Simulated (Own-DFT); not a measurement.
# What a defect does to the pressure of its cell: zincblende GaAs

The numbers are computed, not measured, by runs of the plane-wave DFT program Own-DFT (in-house, retired, unreviewed) at fixed positions, with no spin and no spin-orbit coupling.

All runs used: PBE; PseudoDojo norm-conserving scalar-relativistic files; cutoff 42 hartree; 3 x 3 x 3 k mesh centred on Gamma; Fermi-Dirac smearing of 0.1 eV.

Known weak points (not all hold for every row): not probed for a lower state with spin; forces not confirmed at this smearing and k mesh; stress not checked against mesh or cutoff.

All runs share one cell, with vectors in Å (11.737, 0.000, 0.000); (0.000, 11.737, 0.000); (0.000, 0.000, 10.833) and a volume of 1492.4 Å³, strained against the parent crystal. Atoms were moved at random from their sites; u is the rms move along one axis. The defect's site can differ from row to row.

| cell | formula | u (Å) | P (GPa) |
|---|---|---|---|
| no defect | As32Ga32 | 0.0274 | 1.22 |
| no defect | As32Ga32 | 0.0294 | 1.24 |
| no defect | As32Ga32 | 0.0500 | 1.56 |
| one P on an As site | As31Ga32P | 0.0275 | 1.00 |
| one P on an As site | As31Ga32P | 0.0309 | 1.04 |
| one P on an As site | As31Ga32P | 0.0311 | 1.04 |
| one As vacancy and one Ga vacancy | As31Ga31 | 0.0264 | 0.88 |
| one As vacancy and one Ga vacancy | As31Ga31 | 0.0314 | 0.85 |
| one As vacancy and one Ga vacancy | As31Ga31 | 0.0529 | 1.31 |
| one In on a Ga site | As32Ga31In | 0.0465 | 2.09 |
| one In on a Ga site | As32Ga31In | 0.0480 | ? |
| one In on a Ga site | As32Ga31In | 0.0484 | 2.10 |
| one In on a Ga site | As32Ga31In | 0.0535 | 2.29 |
| one Al on a Ga site | AlAs32Ga31 | 0.0298 | 1.24 |
| one Al on a Ga site | AlAs32Ga31 | 0.0475 | 1.50 |
| one Al on a Ga site | AlAs32Ga31 | 0.0499 | 1.48 |

## Worked fit

P = P0 + c u² + a shift for each defect gives P0 = 1.06 GPa, c = 205 ± 16 GPa/Å² and a scatter of 0.04 GPa. The shifts, and each times the cell's volume:

- one In on a Ga site: 0.60 ± 0.04 GPa, 5.6 eV
- one Al on a Ga site: -0.04 ± 0.03 GPa, -0.3 eV (not resolved)
- one P on an As site: -0.22 ± 0.03 GPa, -2.0 eV
- one As vacancy and one Ga vacancy: -0.35 ± 0.03 GPa, -3.3 eV

Against the defect-free cell, a freed cell would be larger where the shift is positive and smaller where it is negative (160.2 GPa Å³ is 1 eV). The atoms around the defects weren't relaxed, which would change these numbers.

## Check

Question: what pressure belongs in the blank (one In on a Ga site, u = 0.0480 Å)?

Estimate: 2.13 ± 0.05 GPa. DFT gave 2.08 GPa.
